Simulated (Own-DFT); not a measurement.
# How strain changes the stress of wurtzite AlGaN with randomly placed atoms, 72 atoms (Al9Ga27N36)

Calculated results; nothing here was measured. They come from Own-DFT, an in-house plane-wave density functional program, since retired, whose code no person has reviewed. Each row is one single-point run on a periodic cell that was not relaxed, without spin or spin-orbit coupling.

Settings of every run: PBE; PseudoDojo norm-conserving scalar-relativistic files; cutoff 42 hartree; 4 x 4 x 3 k mesh centred on Gamma; Fermi-Dirac smearing of 0.1 eV.

Known limits: forces on such cells passed a denser k mesh, each cell not checked; stress not checked against mesh or cutoff.

Unstrained cell vectors in Å: (9.509, 0.000, 0.000); (-4.755, 8.235, 0.000); (0.000, 0.000, 10.268). The unstrained cell has measured lattice constants (interpolated for alloys), not those of this functional. That, the random moves and any unrelaxed bonds set the pressure at no strain. Each run strains this cell uniformly, with the atoms carried along. Every atom was also moved at random, by a Gaussian of width 0.05 Å on each axis. The random placing of the alloy's atoms differs from row to row. Strain is the symmetric tensor, in per cent. Stress is positive in tension, and the pressure is minus a third of its trace.

```
run,e_xx (%),e_yy (%),e_zz (%),s_xx (GPa),s_yy (GPa),s_zz (GPa),P (GPa),E (meV/atom)
1,-2.25,-2.25,0.00,-21.39,-20.77,-11.43,17.86,58.8
2,-1.00,-1.00,0.00,-13.27,-11.08,-10.38,11.58,26.5
3,2.50,2.50,0.00,6.37,4.05,-5.47,-1.65,17.6
4,2.75,2.75,0.00,5.21,6.04,-4.11,-2.38,15.9
5,-2.75,-2.75,0.00,-26.26,-23.53,-13.01,20.93,87.8
6,-0.25,-0.25,0.00,-10.53,-7.90,-7.99,8.81,36.3
7,1.25,1.25,0.00,-0.87,-0.96,-5.40,2.41,0.0
8,0.50,0.50,0.00,-4.19,-2.60,-10.40,5.73,23.4
9,-1.75,-1.75,0.00,?,?,?,?,?
```

E is the free energy for each atom above the lowest run shown.

## Worked fit

The change of volume is close to e_xx + e_yy + e_zz. A straight line through the runs shown gives P = 8.38 - 209 x (fractional change of volume) GPa, with an error of 8 on the slope and a scatter of 0.89 GPa. The strain isn't the same on all axes and the cell isn't cubic, so the slope belongs to this path and is not the bulk modulus.

## Withheld run

Question: what pressure should run 9 give? Its volume changes by -3.47 %.

The line gives 15.6 GPa. The calculation gave 15.33 GPa.
